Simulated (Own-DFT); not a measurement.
# Energy and forces against displacement in grey tin, 64 atoms (Sn64)

All numbers below are calculated, not measured. The program, named Own-DFT, is a retired in-house plane-wave density functional code that no person has reviewed. Each row is one single-point run on a periodic cell that was not relaxed, without spin or spin-orbit coupling.

Settings of every run: PBE; PseudoDojo norm-conserving scalar-relativistic files; cutoff 42 hartree; 3 x 3 x 3 k mesh centred on Gamma; cold (Marzari-Vanderbilt) smearing of 0.2 eV.

Known limits, some of them of some rows only: some atoms lie very close together; forces on such cells moved up to 12 meV/angstrom on a denser k mesh; stress not checked against mesh or cutoff.

Cell vectors in Å: (12.978, 0.000, 0.000); (0.000, 12.978, 0.000); (0.000, 0.000, 12.978). In each run every atom was moved at random and independently from its ideal site; u is the rms move along one axis. E is the free energy for each atom above the fitted value at u = 0, and F the rms of the force components.

```
run,u (Å),E (meV/atom),F (eV/Å),largest force (eV/Å),P (GPa)
1,0.0196,5.0,0.201,0.63,3.37
2,0.0201,5.8,0.226,0.66,3.38
3,0.0474,29.0,0.521,2.08,3.59
4,0.0484,?,?,?,?
5,0.0522,36.9,0.608,2.23,3.67
6,0.0948,121.9,1.158,3.77,4.47
7,0.1044,152.5,1.357,6.60,4.69
8,0.1105,145.8,1.249,5.32,4.65
9,0.1535,260.8,2.159,17.74,5.58
```

## Worked fit

For small independent moves the energy grows as E = (3/2) K u², with K the mean stiffness felt by one atom. The runs with u up to 0.11 Å give K = 9.0 ± 0.2 eV/Å², with residuals divided by u² + 0.0006 Å², since the noise grows with the moves. The scatter is 1.2 meV/atom at u = 0.05 Å. The forces follow F = G u with G = 11.6 eV/Å²; no force at u = 0 is resolved. G exceeds K because the moves of its neighbours add to the force on an atom, and stiffness differs between atoms. At u = 0.153 Å the parabola gives 320 meV/atom and the run 261. The pressure follows P = 3.33 + 126 u² GPa: at fixed volume, shortened bonds push harder than stretched ones pull.

## Withheld run

Question: what energy and rms force should run 4 give?

The fit gives 32 ± 1 meV/atom and about 0.56 eV/Å. The calculation gave 25.5 meV/atom and 0.472 eV/Å. This run lies off the fit, by chance or by something that the fit leaves out.
